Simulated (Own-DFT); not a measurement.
# What a defect does to the pressure of its cell: zincblende GaAs

Everything here is calculated. The program is Own-DFT (plane waves, in-house, since retired, never reviewed by a person); positions were held fixed, and spin and spin-orbit coupling were off.

All runs used: PBE; PseudoDojo norm-conserving scalar-relativistic files; cutoff 42 hartree; 3 x 3 x 3 k mesh centred on Gamma; Fermi-Dirac smearing of 0.1 eV.

Limits (not all hold for every row): not probed for a lower state with spin; forces not confirmed at this smearing and k mesh; stress not checked against mesh or cutoff.

All runs share one cell, with vectors in Å (11.737, 0.000, 0.000); (0.000, 11.737, 0.000); (0.000, 0.000, 10.833) and a volume of 1492.4 Å³, strained against the parent crystal. Atoms were moved at random from their sites; u is the rms move along one axis. The defect's site can differ from row to row.

```
                             cell     formula   u (Å)  P (GPa)
                        no defect    As32Ga32  0.0299     1.25
                        no defect    As32Ga32  0.0315     1.27
                        no defect    As32Ga32  0.0470     1.48
              one Al on a Ga site  AlAs32Ga31  0.0348     1.30
              one Al on a Ga site  AlAs32Ga31  0.0495     1.51
              one Al on a Ga site  AlAs32Ga31  0.0522     1.55
one As vacancy and one Ga vacancy    As31Ga31  0.0266        ?
one As vacancy and one Ga vacancy    As31Ga31  0.0273     0.87
one As vacancy and one Ga vacancy    As31Ga31  0.0447     1.18
one As vacancy and one Ga vacancy    As31Ga31  0.0460     1.14
              one In on a Ga site  As32Ga31In  0.0485     2.26
              one In on a Ga site  As32Ga31In  0.0487     2.09
              one In on a Ga site  As32Ga31In  0.0536     2.18
              one P on an As site   As31Ga32P  0.0282     1.00
              one P on an As site   As31Ga32P  0.0291     1.00
              one P on an As site   As31Ga32P  0.0308     1.07
```

## Worked fit

P = P0 + c u² + a shift for each defect gives P0 = 1.09 GPa, c = 179 ± 27 GPa/Å² and a scatter of 0.05 GPa. The shifts, and each times the cell's volume:

- one In on a Ga site: 0.63 ± 0.05 GPa, 5.9 eV
- one Al on a Ga site: -0.01 ± 0.05 GPa, -0.1 eV (not resolved)
- one P on an As site: -0.22 ± 0.04 GPa, -2.1 eV
- one As vacancy and one Ga vacancy: -0.32 ± 0.04 GPa, -3.0 eV

A positive shift means that the defect pushes the cell outwards. Shift times volume (160.2 GPa Å³ is 1 eV) depends little on the cell's size, so, taken for each site, it can be compared between cells at like pressure. The atoms around the defects weren't relaxed, which would change these numbers.

## Test on the hidden row

Question: what pressure belongs in the blank (one As vacancy and one Ga vacancy, u = 0.0266 Å)?

Estimate: 0.90 ± 0.07 GPa. DFT gave 0.96 GPa.
